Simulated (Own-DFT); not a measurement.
## Calculated data, GaP (zincblende, atoms displaced)

Computed with Own-DFT development build. A calculation, not a measurement: plane-wave PBE density functional theory by an unreviewed code, no spin, of a simulated periodic cell, stress positive in tension, free energy of the whole cell less one offset for each atom, forces on such cells passed a denser k mesh, this cell's mesh not checked; offsets are fitted by least squares, one for each functional and potential file, so energies compare only between cells with the same atoms and settings and are not formation energies; the far tail of each file's local potential was reset to the Coulomb form; each entry is a single point on an unrelaxed cell, so the pressure reflects the starting lattice, mostly measured values (interpolated for alloys), from which strain is counted, and rises with the displacements; printed positions are rounded, which can move forces by about a meV/angstrom; the program, named Own-DFT, is a retired in-house code; no spin-orbit coupling; before rounding, a Quantum ESPRESSO 7.3.1 run of the same cell and cutoff gave forces within 1 meV/angstrom rms on each cell, which checks the program and not the settings.

Common to all runs: functional PBE; potential files PseudoDojo norm-conserving, scalar-relativistic, standard set; wave cutoff 42 hartree; occupations Fermi-Dirac; smearing width 0.1 eV; k mesh 2 x 3 x 3 centred on Gamma.

(1) GaP (zincblende, atoms displaced)

```
GaP
1.0
     16.3515     0.0000     0.0000
      0.0000    10.9010     0.0000
      0.0000     0.0000    10.9010
Ga P Ga P Ga P Ga P Ga P Ga P Ga P Ga P Ga P Ga P Ga P Ga P
4 4 4 4 4 4 4 4 4 4 4 4 4 4 4 4 4 4 4 4 4 4 4 4
Direct
  0.00109 0.00275 0.99733
  0.99984 0.25442 0.24977
  0.16635 0.00334 0.25134
  0.16510 0.25311 0.99986
  0.08207 0.12423 0.12492
  0.08393 0.37173 0.37363
  0.25025 0.12446 0.37686
  0.25004 0.37782 0.12368
  0.00169 0.99751 0.50152
  0.99930 0.25015 0.75032
  0.16910 0.99937 0.75422
  0.16665 0.25059 0.50305
  0.08332 0.12519 0.62817
  0.08282 0.37648 0.87450
  0.25061 0.12738 0.87245
  0.24978 0.37607 0.62649
  0.99963 0.50444 0.99872
  0.99936 0.75478 0.25355
  0.16827 0.49808 0.24947
  0.16633 0.75053 0.99791
  0.08421 0.62584 0.12430
  0.08319 0.87581 0.37458
  0.24725 0.62851 0.37432
  0.24905 0.87494 0.12370
  0.00259 0.49883 0.50095
  0.00131 0.74877 0.74678
  0.16694 0.49843 0.74870
  0.16631 0.75022 0.50021
  0.08473 0.62539 0.62367
  0.08408 0.87518 0.87449
  0.24997 0.62471 0.87322
  0.25194 0.87382 0.62657
  0.33034 0.00145 0.99971
  0.33209 0.24869 0.24992
  0.49793 0.99961 0.25010
  0.49850 0.24789 0.00428
  0.41723 0.12317 0.12536
  0.41803 0.37408 0.37737
  0.58390 0.12422 0.37371
  0.58171 0.37310 0.12415
  0.33357 0.99834 0.50066
  0.33281 0.24849 0.74480
  0.50043 0.99969 0.75149
  0.49853 0.25293 0.50105
  0.41542 0.12467 0.62464
  0.41725 0.37810 0.87573
  0.58174 0.12473 0.87401
  0.58176 0.37460 0.62667
  0.33481 0.50130 0.99948
  0.33459 0.74945 0.25084
  0.49962 0.49756 0.24873
  0.49907 0.75334 0.00075
  0.41641 0.62411 0.12334
  0.41519 0.87533 0.37273
  0.58420 0.62647 0.37420
  0.58412 0.87334 0.11964
  0.33292 0.50002 0.49970
  0.33235 0.74993 0.74837
  0.50131 0.50048 0.75411
  0.49791 0.74952 0.50053
  0.41666 0.62270 0.62676
  0.41690 0.87369 0.87575
  0.58322 0.62575 0.87368
  0.58267 0.87380 0.62416
  0.66761 0.00179 0.99787
  0.66442 0.25025 0.25123
  0.83343 0.00145 0.25111
  0.83323 0.25133 0.99869
  0.74978 0.12293 0.12628
  0.75097 0.37752 0.37707
  0.91659 0.12811 0.37490
  0.91724 0.37382 0.12255
  0.66560 0.99787 0.50055
  0.66686 0.24911 0.75065
  0.83377 0.99869 0.75124
  0.83376 0.25094 0.50094
  0.74874 0.12491 0.62657
  0.75089 0.37296 0.87398
  0.91621 0.12188 0.87326
  0.91453 0.37451 0.62671
  0.66557 0.49997 0.00115
  0.66714 0.74761 0.24993
  0.83485 0.49974 0.25043
  0.83380 0.75266 0.99717
  0.75063 0.62606 0.12469
  0.75040 0.87264 0.37737
  0.91640 0.62366 0.37190
  0.91683 0.87245 0.12338
  0.66623 0.50058 0.50159
  0.66868 0.74890 0.75089
  0.83208 0.50164 0.74818
  0.83306 0.74835 0.50300
  0.74915 0.62103 0.62445
  0.74841 0.87587 0.87594
  0.91864 0.62567 0.87617
  0.91672 0.87322 0.62396
```

| Property | Result |
| --- | --- |
| free energy of cell above offsets | -53.652 eV |
| pressure | 2.7 GPa |
| stress xx | -2.71 GPa |
| stress yy | -2.7 GPa |
| stress zz | -2.7 GPa |
| stress yz | -0.03 GPa |
| stress xz | -0.22 GPa |
| stress xy | -0.17 GPa |

Force:
```
element  x (eV/Å)  y (eV/Å)  z (eV/Å)
     Ga     -0.22    -0.457     0.214
     Ga    -0.104    -0.505    -0.145
     Ga     0.079    -0.269     -0.21
     Ga     0.142    -0.266     0.016
      P     0.173     0.388     0.053
      P     0.225     0.401     0.241
      P    -0.092     0.109     0.088
      P      0.24    -0.378     0.001
     Ga    -0.277     0.465    -0.118
     Ga    -0.079     0.013      0.06
     Ga    -0.224         0    -0.406
     Ga    -0.024    -0.181    -0.116
      P     0.166     -0.22    -0.093
      P    -0.173     0.039    -0.039
      P    -0.109     0.211     0.428
      P     0.053     -0.06    -0.373
     Ga     0.254    -0.389     0.327
     Ga     0.068    -0.579    -0.483
     Ga     -0.38      0.28     0.019
     Ga     0.086    -0.152     0.099
      P    -0.156     0.091     0.349
      P     0.271     0.118     0.191
      P     0.545    -0.438     0.038
      P     0.021     0.029     0.304
     Ga    -0.476    -0.055    -0.215
     Ga    -0.066     0.137     0.274
     Ga    -0.075     0.225     0.228
     Ga     0.049     0.312     0.063
      P     -0.02    -0.185     0.095
      P    -0.162    -0.042    -0.128
      P    -0.032    -0.014     0.122
      P    -0.497      0.21    -0.278
     Ga     0.386     -0.14     -0.08
     Ga     0.219     0.174    -0.005
     Ga     0.624    -0.201    -0.188
     Ga     0.027     0.152    -0.594
      P    -0.573     0.046     0.033
      P    -0.578     0.181    -0.466
      P    -0.445    -0.004     0.368
      P     0.264     0.121     0.093
     Ga    -0.048     0.061    -0.075
     Ga     0.255     0.399     0.544
     Ga    -0.189    -0.144    -0.213
     Ga     0.382    -0.577     0.034
      P     0.402    -0.169    -0.096
      P    -0.177    -0.729    -0.084
      P     0.188     0.222     0.267
      P      0.29      0.08    -0.004
     Ga    -0.306     0.019    -0.163
     Ga    -0.372    -0.035    -0.355
     Ga     0.088     0.295     0.184
     Ga     0.112    -0.498    -0.188
      P     0.182     0.174     0.311
      P     0.229    -0.083     0.366
      P    -0.397    -0.284     0.108
      P     0.035     0.351     0.764
     Ga    -0.077     0.188    -0.103
     Ga     0.402     -0.21      0.29
     Ga    -0.111    -0.019     -0.33
     Ga     0.122    -0.061    -0.126
      P    -0.023     0.085    -0.089
      P    -0.424     0.304    -0.153
      P     0.102     0.172     0.398
      P     0.006    -0.075      0.23
     Ga    -0.315     0.065     0.173
     Ga     0.502     0.117    -0.061
     Ga      0.12    -0.344     0.016
     Ga     0.016    -0.476     0.138
      P    -0.038     0.462    -0.129
      P    -0.269    -0.267    -0.237
      P     0.251    -0.315     0.147
      P    -0.041     0.366     0.008
     Ga     0.158     0.132    -0.056
     Ga    -0.205     0.064     -0.02
     Ga    -0.242    -0.085    -0.294
     Ga    -0.273    -0.183         0
      P     0.252    -0.183     -0.23
      P    -0.294      0.41     0.123
      P     0.045     0.459       0.2
      P     0.526     0.213    -0.144
     Ga     0.195    -0.031    -0.151
     Ga     0.012      0.38    -0.148
     Ga    -0.252     -0.11    -0.349
     Ga     -0.11    -0.292     0.167
      P     0.124    -0.239     -0.14
      P     -0.03     0.183    -0.203
      P     0.324     0.172      0.66
      P     0.068     0.672     0.097
     Ga    -0.307    -0.249    -0.233
     Ga    -0.305     0.035     -0.22
     Ga     0.297    -0.124     0.461
     Ga     0.062    -0.225    -0.354
      P     0.079      0.56     0.154
      P     0.377    -0.068    -0.267
      P    -0.529     0.177    -0.583
      P     0.002     0.093     0.185
```

(2) GaP (zincblende, atoms displaced)

```
GaP
1.0
     16.3515     0.0000     0.0000
      0.0000    10.9010     0.0000
      0.0000     0.0000    10.9010
Ga P Ga P Ga P Ga P Ga P Ga P Ga P Ga P Ga P Ga P Ga P Ga P
4 4 4 4 4 4 4 4 4 4 4 4 4 4 4 4 4 4 4 4 4 4 4 4
Direct
  0.99710 0.00132 1.00000
  0.00141 0.25507 0.24806
  0.16734 0.00023 0.25067
  0.16698 0.24860 0.99889
  0.08310 0.12755 0.12425
  0.08522 0.37613 0.37451
  0.25045 0.12364 0.37779
  0.24864 0.37678 0.12468
  0.99952 0.99788 0.50194
  0.99703 0.25229 0.75050
  0.16671 0.00333 0.75101
  0.16609 0.25081 0.49815
  0.08331 0.12583 0.62338
  0.08495 0.37572 0.87591
  0.25229 0.12487 0.87289
  0.24897 0.37587 0.62646
  0.99928 0.49964 0.00103
  0.00130 0.74950 0.24800
  0.16627 0.50162 0.25172
  0.16655 0.75139 0.99880
  0.08260 0.62370 0.12478
  0.08717 0.87339 0.37486
  0.25070 0.62301 0.37416
  0.24830 0.87549 0.12648
  0.99994 0.50052 0.49831
  0.00122 0.74981 0.75385
  0.16701 0.49964 0.75226
  0.16659 0.74984 0.50211
  0.08446 0.62900 0.62139
  0.08250 0.87536 0.87464
  0.25044 0.62798 0.87734
  0.24852 0.87718 0.62545
  0.33304 0.00241 0.00065
  0.33333 0.25125 0.25171
  0.50022 0.99869 0.24933
  0.50208 0.24722 0.99986
  0.41467 0.12551 0.12421
  0.41514 0.37345 0.38033
  0.58283 0.12622 0.37622
  0.58269 0.37778 0.12936
  0.33363 0.00299 0.50081
  0.33279 0.25060 0.75031
  0.50237 0.99976 0.74959
  0.50070 0.24795 0.50005
  0.41649 0.12106 0.62796
  0.41452 0.37541 0.87428
  0.58268 0.12324 0.87651
  0.58272 0.37239 0.62596
  0.33301 0.49763 0.00027
  0.33390 0.75188 0.25356
  0.50055 0.49834 0.24812
  0.50168 0.74967 0.00109
  0.41967 0.62583 0.12547
  0.41506 0.87177 0.37644
  0.58174 0.62460 0.37408
  0.57960 0.87370 0.12530
  0.33100 0.50186 0.49894
  0.33306 0.74978 0.74799
  0.50076 0.50213 0.75215
  0.49772 0.74945 0.49979
  0.41687 0.62222 0.62455
  0.41696 0.87369 0.87523
  0.58273 0.62880 0.87480
  0.58360 0.87402 0.62486
  0.66527 0.00015 0.00099
  0.66576 0.24972 0.24814
  0.83312 0.00013 0.24814
  0.83296 0.25036 0.99993
  0.75037 0.12437 0.12225
  0.75216 0.37601 0.37269
  0.91811 0.12337 0.37490
  0.91795 0.37697 0.12652
  0.66685 0.99850 0.49889
  0.66359 0.24747 0.74733
  0.83503 0.00004 0.75014
  0.83414 0.25306 0.50039
  0.75027 0.12578 0.62686
  0.74939 0.37378 0.87838
  0.91749 0.12651 0.87524
  0.91689 0.37651 0.62470
  0.66394 0.49827 0.00022
  0.66689 0.74973 0.25150
  0.83139 0.49927 0.24926
  0.83573 0.75210 0.00272
  0.75360 0.62422 0.12396
  0.75162 0.87586 0.37463
  0.91629 0.62596 0.37744
  0.91537 0.87551 0.12672
  0.66577 0.49996 0.49932
  0.66643 0.74974 0.74909
  0.83442 0.49964 0.75106
  0.83469 0.74946 0.49906
  0.74960 0.62427 0.62757
  0.75159 0.87369 0.87177
  0.91520 0.62298 0.87594
  0.91461 0.87841 0.62450
```

| Property | Result |
| --- | --- |
| free energy of cell above offsets | -53.502 eV |
| pressure | 2.73 GPa |
| stress xx | -2.7 GPa |
| stress yy | -2.74 GPa |
| stress zz | -2.74 GPa |
| stress yz | 0.04 GPa |
| stress xz | -0.04 GPa |
| stress xy | 0.09 GPa |

Force:
```
element  x (eV/Å)  y (eV/Å)  z (eV/Å)
     Ga     0.454    -0.118     0.157
     Ga    -0.092    -0.459     0.323
     Ga    -0.145     0.254    -0.041
     Ga     0.181     0.032    -0.024
      P     0.017    -0.365     0.074
      P    -0.332     0.048     0.077
      P    -0.078     0.327    -0.389
      P     0.085    -0.255     0.202
     Ga     0.358     0.017    -0.335
     Ga     0.717    -0.065    -0.093
     Ga    -0.159    -0.162    -0.109
     Ga      0.17    -0.072     0.285
      P    -0.239     0.147     0.266
      P    -0.491    -0.112    -0.072
      P    -0.407     0.089     0.308
      P     0.058      -0.1    -0.204
     Ga     0.186    -0.011    -0.214
     Ga    -0.063     0.098     0.387
     Ga      0.07    -0.029    -0.298
     Ga    -0.161    -0.044     0.238
      P     0.197      0.17    -0.134
      P    -0.732      0.14    -0.001
      P    -0.236     0.501     0.083
      P     0.409    -0.029    -0.166
     Ga     0.223     0.089      0.16
     Ga    -0.411    -0.051    -0.539
     Ga    -0.051     0.455    -0.172
     Ga     0.507     0.114    -0.353
      P    -0.365    -0.663     0.681
      P     0.104     0.375     0.266
      P     0.041    -0.325    -0.227
      P     0.262    -0.085    -0.019
     Ga    -0.001    -0.539    -0.107
     Ga    -0.189     0.005    -0.048
     Ga    -0.455     0.213     0.259
     Ga     -0.51     0.475     0.148
      P     0.427     0.079     0.297
      P     0.325     0.221    -0.477
      P      0.17    -0.332    -0.319
      P     0.089    -0.622    -0.643
     Ga    -0.032    -0.507     0.112
     Ga     0.152     0.017    -0.311
     Ga    -0.388    -0.311     0.209
     Ga    -0.427         0     0.326
      P     0.216     0.518    -0.158
      P     0.639     -0.15      0.15
      P     0.209     0.094    -0.207
      P    -0.095     0.442    -0.132
     Ga     0.101     0.485     0.191
     Ga    -0.177     -0.39    -0.608
     Ga    -0.588     0.142     0.675
     Ga    -0.548     0.051    -0.265
      P    -0.655    -0.146    -0.006
      P     0.276     0.769      0.08
      P     0.167      0.02     0.161
      P     0.952     0.132     0.119
     Ga     0.221    -0.321     0.339
     Ga     0.056     0.113      0.07
     Ga    -0.171    -0.299    -0.095
     Ga     0.268    -0.106     0.143
      P    -0.165     0.187     0.039
      P     0.027     0.142     0.014
      P     0.271    -0.388      0.09
      P    -0.053    -0.025    -0.226
     Ga      0.25    -0.457    -0.137
     Ga     0.346    -0.036     0.218
     Ga    -0.013     0.256     0.273
     Ga     0.248      0.09     0.131
      P    -0.192     0.049      0.28
      P    -0.629    -0.269     0.281
      P    -0.057     0.381    -0.148
      P    -0.439    -0.168    -0.168
     Ga     0.151     0.177     0.158
     Ga     0.521     0.112     0.486
     Ga    -0.296     0.292     0.087
     Ga    -0.037    -0.441     -0.12
      P    -0.004    -0.067    -0.301
      P    -0.233     0.011    -0.571
      P    -0.352    -0.009     -0.01
      P     0.004      0.12    -0.008
     Ga     0.422     0.398      0.02
     Ga     0.113    -0.053    -0.244
     Ga     0.612     0.254     0.114
     Ga     -0.34    -0.157    -0.428
      P     -0.89     0.193    -0.078
      P    -0.233    -0.133    -0.023
      P     0.118    -0.178    -0.605
      P     0.463     0.069    -0.031
     Ga     0.146    -0.057     0.044
     Ga      0.16     0.066     0.026
     Ga    -0.438    -0.145     0.035
     Ga    -0.362     0.078     0.358
      P     0.116    -0.033    -0.385
      P    -0.253     0.149     0.534
      P     0.423     0.308     0.051
      P     0.491     -0.68     0.226
```

(3) GaP (zincblende, atoms displaced)

```
GaP
1.0
     16.3515     0.0000     0.0000
      0.0000    10.9010     0.0000
      0.0000     0.0000    10.9010
Ga P Ga P Ga P Ga P Ga P Ga P Ga P Ga P Ga P Ga P Ga P Ga P
4 4 4 4 4 4 4 4 4 4 4 4 4 4 4 4 4 4 4 4 4 4 4 4
Direct
  0.99778 0.00172 0.99661
  0.00200 0.25030 0.24969
  0.16544 0.99839 0.24768
  0.16516 0.24875 0.99818
  0.08374 0.12549 0.12410
  0.08443 0.37431 0.37560
  0.24909 0.12523 0.37620
  0.24731 0.37423 0.12393
  0.00042 0.00269 0.49915
  0.99876 0.24873 0.75395
  0.16775 0.00057 0.75001
  0.16401 0.25452 0.49674
  0.08311 0.12536 0.62307
  0.08452 0.37351 0.87316
  0.25128 0.12419 0.87542
  0.25044 0.37544 0.62421
  0.99777 0.49850 0.00115
  0.99943 0.74990 0.24906
  0.16739 0.50239 0.24626
  0.16713 0.74927 0.99940
  0.08296 0.62424 0.12802
  0.08212 0.87508 0.37283
  0.24841 0.62627 0.37491
  0.25158 0.87775 0.12512
  0.99994 0.49795 0.50010
  0.99951 0.74878 0.74828
  0.16623 0.49969 0.74923
  0.16973 0.75588 0.50001
  0.08449 0.62627 0.62528
  0.08415 0.87153 0.87802
  0.24890 0.62296 0.87609
  0.24924 0.87256 0.62459
  0.33413 0.99978 0.99767
  0.33313 0.25334 0.25021
  0.49937 0.99979 0.25274
  0.49903 0.24849 0.99808
  0.41711 0.12599 0.12303
  0.41672 0.37565 0.37888
  0.58402 0.12618 0.37583
  0.58445 0.37582 0.12479
  0.33445 0.00198 0.50059
  0.33524 0.24667 0.75289
  0.50105 0.00100 0.74773
  0.50020 0.25088 0.49877
  0.41602 0.12429 0.62262
  0.41700 0.37513 0.87377
  0.58411 0.12420 0.87450
  0.58182 0.37709 0.62487
  0.33148 0.50097 0.00302
  0.33286 0.74922 0.25098
  0.49863 0.50348 0.24818
  0.50129 0.75117 0.00065
  0.41517 0.62587 0.12612
  0.41434 0.87737 0.37665
  0.58335 0.62816 0.37290
  0.58448 0.87512 0.12528
  0.33237 0.50081 0.50268
  0.33236 0.74831 0.74902
  0.50250 0.50172 0.75013
  0.49794 0.75027 0.49706
  0.41736 0.62114 0.62826
  0.41514 0.87734 0.87069
  0.58204 0.62538 0.87268
  0.58368 0.87613 0.62589
  0.66602 0.00102 0.00017
  0.66475 0.25072 0.24971
  0.83380 0.99850 0.25036
  0.83236 0.24801 0.00088
  0.74785 0.12779 0.12288
  0.74889 0.37487 0.37213
  0.91645 0.12429 0.37334
  0.91811 0.37589 0.12381
  0.66694 0.99599 0.49835
  0.66628 0.25393 0.74767
  0.83084 0.00174 0.74938
  0.83246 0.25112 0.49913
  0.74831 0.12821 0.62538
  0.74960 0.37632 0.87487
  0.91684 0.12603 0.87625
  0.91578 0.37760 0.62560
  0.66658 0.50221 0.99905
  0.66781 0.74923 0.24893
  0.83296 0.50011 0.25259
  0.83244 0.75085 0.99864
  0.74989 0.62425 0.12595
  0.74983 0.87462 0.37585
  0.91573 0.62403 0.37641
  0.91428 0.87555 0.12816
  0.66779 0.50254 0.50019
  0.66659 0.74852 0.75264
  0.83282 0.50079 0.74757
  0.83277 0.75074 0.49837
  0.74852 0.62676 0.62299
  0.75026 0.87475 0.87508
  0.91695 0.62499 0.87163
  0.91564 0.87782 0.62348
```

| Quantity | Value |
| --- | --- |
| free energy of cell above offsets | -53.633 eV |
| pressure | 2.71 GPa |
| stress xx | -2.71 GPa |
| stress yy | -2.71 GPa |
| stress zz | -2.71 GPa |
| stress yz | -0.02 GPa |
| stress xz | -0.04 GPa |
| stress xy | 0.08 GPa |

Force:
```
element  x (eV/Å)  y (eV/Å)  z (eV/Å)
     Ga     0.362    -0.428      0.54
     Ga    -0.222    -0.019         0
     Ga     0.213     0.225     0.212
     Ga     0.196    -0.048    -0.026
      P    -0.223    -0.213    -0.136
      P    -0.353     0.607    -0.538
      P    -0.051     0.045    -0.224
      P      0.31    -0.029      0.02
     Ga    -0.089    -0.232    -0.065
     Ga     0.188     0.196    -0.586
     Ga    -0.284     -0.15      0.03
     Ga     0.638    -0.522     0.534
      P     0.045     0.174     0.358
      P    -0.372     0.261     0.232
      P    -0.267     0.078    -0.001
      P    -0.123    -0.353     0.294
     Ga     0.544     0.263    -0.404
     Ga    -0.148    -0.083     0.186
     Ga    -0.127    -0.267     0.505
     Ga     0.121     -0.04     0.472
      P    -0.185     0.171    -0.608
      P     0.115     0.011      0.24
      P     0.301    -0.138     0.081
      P    -0.159    -0.399    -0.148
     Ga     0.179     0.273     0.089
     Ga     0.109     0.321    -0.035
     Ga     0.119    -0.043     -0.09
     Ga    -0.809    -0.538    -0.297
      P    -0.044     0.016    -0.389
      P    -0.329     0.487    -0.462
      P     0.131      0.14    -0.127
      P     0.545     0.656     0.233
     Ga     0.066     0.058     0.227
     Ga    -0.014    -0.284     0.064
     Ga     0.053     0.127    -0.268
     Ga     0.331      0.25     0.085
      P    -0.163    -0.113      0.35
      P    -0.056     0.287    -0.522
      P    -0.074    -0.248    -0.003
      P    -0.518     0.093    -0.188
     Ga    -0.607    -0.111     0.033
     Ga    -0.232     0.351    -0.424
     Ga    -0.133      0.08     0.069
     Ga    -0.025    -0.109     0.198
      P     0.387     0.231     0.279
      P     -0.01     0.284     0.242
      P    -0.088      0.25    -0.201
      P     0.308    -0.042    -0.265
     Ga     0.189    -0.271     -0.28
     Ga    -0.118      0.24     0.022
     Ga     0.219    -0.423     0.252
     Ga    -0.446     0.121    -0.195
      P     0.157     0.166     -0.29
      P     0.206    -0.274    -0.244
      P    -0.068    -0.257     0.156
      P    -0.173     0.098     0.148
     Ga     0.029     0.058    -0.201
     Ga     0.049    -0.125     0.129
     Ga    -0.449     -0.39     0.075
     Ga     0.165     0.017     0.452
      P     -0.09     0.535      -0.4
      P     0.392    -0.371     0.258
      P     0.261     0.101     0.528
      P     -0.09    -0.441    -0.187
     Ga     0.088    -0.122    -0.118
     Ga     0.121    -0.001    -0.071
     Ga    -0.496     0.424    -0.008
     Ga     0.124     0.434    -0.065
      P     0.262     -0.43     0.486
      P    -0.005     0.003     0.345
      P     0.001     0.328     0.065
      P    -0.529    -0.321     0.407
     Ga    -0.067     0.483     0.301
     Ga     -0.15     -0.13     0.294
     Ga     0.256     0.055    -0.027
     Ga     0.124    -0.017    -0.014
      P     0.065    -0.282    -0.288
      P     0.153     -0.01    -0.041
      P    -0.548    -0.164    -0.235
      P     0.151    -0.519    -0.032
     Ga    -0.049     -0.12     0.048
     Ga    -0.059     0.154     0.041
     Ga     0.155    -0.098    -0.344
     Ga      0.22    -0.223     0.154
      P     0.182     0.061    -0.223
      P     0.066    -0.014    -0.351
      P     0.223     0.106    -0.076
      P      0.42    -0.135    -0.641
     Ga    -0.377    -0.218    -0.275
     Ga    -0.021     0.279    -0.325
     Ga    -0.204     0.107      0.14
     Ga     0.136         0     0.232
      P     0.283     0.052     0.286
      P    -0.211     0.142     0.033
      P    -0.188         0     0.388
      P     0.087    -0.137     0.124
```
